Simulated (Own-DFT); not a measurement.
# How strain changes the stress of 4H SiC, 32 atoms (C16Si16)

All numbers below are calculated, not measured. The program, named Own-DFT, is a retired in-house plane-wave density functional code that no person has reviewed. Each row is one single-point run on a periodic cell that was not relaxed, without spin or spin-orbit coupling.

Settings of every run: PBE; PseudoDojo norm-conserving scalar-relativistic files; cutoff 42 hartree; 5 x 5 x 3 k mesh centred on Gamma; Fermi-Dirac smearing of 0.1 eV.

Known limits: forces on such cells passed a denser k mesh, each cell not checked; stress not checked against mesh or cutoff.

Unstrained cell vectors in Å: (6.165, 0.000, 0.000); (-3.083, 5.339, 0.000); (0.000, 0.000, 10.068). The unstrained cell has measured lattice constants (interpolated for alloys), not those of this functional. That, the random moves and any unrelaxed bonds set the pressure at no strain. Each run strains this cell uniformly, with the atoms carried along. Every atom was also moved at random, by a Gaussian of width 0.05 Å on each axis. Strain is the symmetric tensor, in per cent. Stress is positive in tension, and the pressure is minus a third of its trace.

| run | e_xx (%) | e_yy (%) | e_zz (%) | e_yz (%) | e_xz (%) | e_xy (%) | s_xx (GPa) | s_yy (GPa) | s_zz (GPa) | s_yz (GPa) | s_xz (GPa) | s_xy (GPa) | P (GPa) | E (meV/atom) |
|---|---|---|---|---|---|---|---|---|---|---|---|---|---|---|
| 1 | -0.83 | 1.55 | -0.55 | 1.66 | 0.04 | -0.69 | -7.64 | 4.63 | -9.64 | 5.41 | -0.12 | -1.57 | 4.22 | 7.0 |
| 2 | 1.11 | 0.99 | 0.09 | 1.23 | -0.11 | 1.69 | 0.98 | 1.58 | -4.33 | 5.01 | -1.00 | 9.14 | 0.59 | 4.7 |
| 3 | 0.86 | 1.29 | -1.00 | 0.12 | 1.59 | 0.46 | -0.14 | 4.61 | -12.29 | 0.46 | 6.32 | 0.78 | 2.61 | 9.4 |
| 4 | -0.26 | -0.40 | 0.94 | 1.24 | -0.90 | -0.33 | -8.66 | -5.52 | -1.76 | 2.70 | -3.63 | -1.21 | 5.31 | 37.1 |
| 5 | -0.01 | -1.60 | 0.33 | -1.14 | 1.92 | 0.68 | -5.89 | -12.12 | -5.07 | -3.61 | 7.12 | 3.32 | 7.70 | 0.0 |
| 6 | 1.76 | -1.24 | 1.68 | -0.99 | 0.28 | 0.20 | 3.66 | -10.82 | 4.74 | -4.68 | 0.61 | 0.35 | 0.80 | 8.8 |
| 7 | -1.49 | 1.75 | -0.48 | 1.14 | -1.40 | -0.38 | -10.96 | 2.53 | -11.48 | 3.39 | -4.62 | -3.48 | 6.64 | 35.8 |
| 8 | -1.40 | -1.54 | 0.75 | -1.50 | 0.80 | 0.02 | -14.67 | -16.03 | -5.68 | -5.75 | 2.99 | 0.99 | 12.13 | 93.0 |
| 9 | -1.36 | -2.00 | -1.04 | -1.06 | -1.03 | -1.30 | -15.00 | -20.41 | -15.17 | -3.32 | -2.37 | -7.90 | 16.86 | 68.4 |
| 10 | -0.65 | 1.58 | -0.14 | -0.72 | -0.71 | -0.77 | -5.37 | 2.33 | -7.87 | -2.90 | -2.94 | -3.28 | 3.63 | 22.6 |
| 11 | -0.06 | 1.95 | 1.61 | -0.54 | -0.54 | 0.00 | -7.17 | 7.24 | 4.15 | -1.56 | -2.81 | 3.80 | -1.41 | 23.2 |
| 12 | 1.16 | -1.53 | -0.52 | -0.47 | 0.57 | 1.79 | -1.11 | -13.56 | -9.69 | -2.96 | 2.81 | 8.83 | 8.12 | 30.2 |
| 13 | 1.22 | 1.98 | 1.22 | -1.67 | 1.58 | -1.58 | 2.89 | 4.71 | 1.42 | -4.87 | 5.73 | -6.16 | -3.01 | 53.1 |
| 14 | -1.53 | -1.14 | 1.96 | -0.49 | -1.53 | 0.97 | -14.04 | -14.08 | 3.19 | -0.31 | -7.33 | 6.47 | 8.31 | 59.0 |
| 15 | -1.20 | 0.37 | -1.41 | 1.76 | 1.19 | 0.57 | -12.65 | -7.01 | -13.18 | 5.26 | 3.91 | 0.16 | 10.94 | 67.5 |
| 16 | 1.86 | 0.82 | -0.96 | 1.27 | 0.17 | -0.85 | ? | ? | ? | ? | ? | ? | ? | ? |

E is the free energy for each atom above the lowest run shown.

## Worked fit

Each stress component was fitted by least squares to a constant and the strains of the runs shown, as fractions, with shears doubled. Shear strains stay in the fit of a normal stress only where such slopes are resolved. The slopes, in GPa:

```
stress  at no strain  per e_xx  per e_yy  per e_zz  scatter
  s_xx          -5.5  529 ± 34   85 ± 25  -11 ± 36     1.42
  s_yy          -5.4  118 ± 44  580 ± 33   25 ± 47     1.85
  s_zz          -6.7   91 ± 28   38 ± 21  576 ± 29     1.16
```

Each shear stress against twice its own strain: yz 151 ± 16, xz 177 ± 7, xy 260 ± 25 GPa. These are stiffnesses along x, y and z of the frame in which the cell vectors are given, which need not be the crystal's axes. The atoms are held to the strained lattice; where symmetry lets them move under strain, relaxing them would lower some slopes. The table should be nearly symmetric about its diagonal, and what it lacks of that shows the noise. A ninth of its sum, 226 ± 9 GPa, estimates the bulk modulus near the mean pressure of these runs, 5.6 GPa, so it lies above the value at zero pressure.

## Withheld run

Question: what normal stresses and pressure should run 16 give?

The fit gives s_xx = 5.1, s_yy = 1.3, s_zz = -10.3 and P = 1.3 GPa. The calculation gave 4.80, -1.99, -10.61 and P = 2.60 GPa.
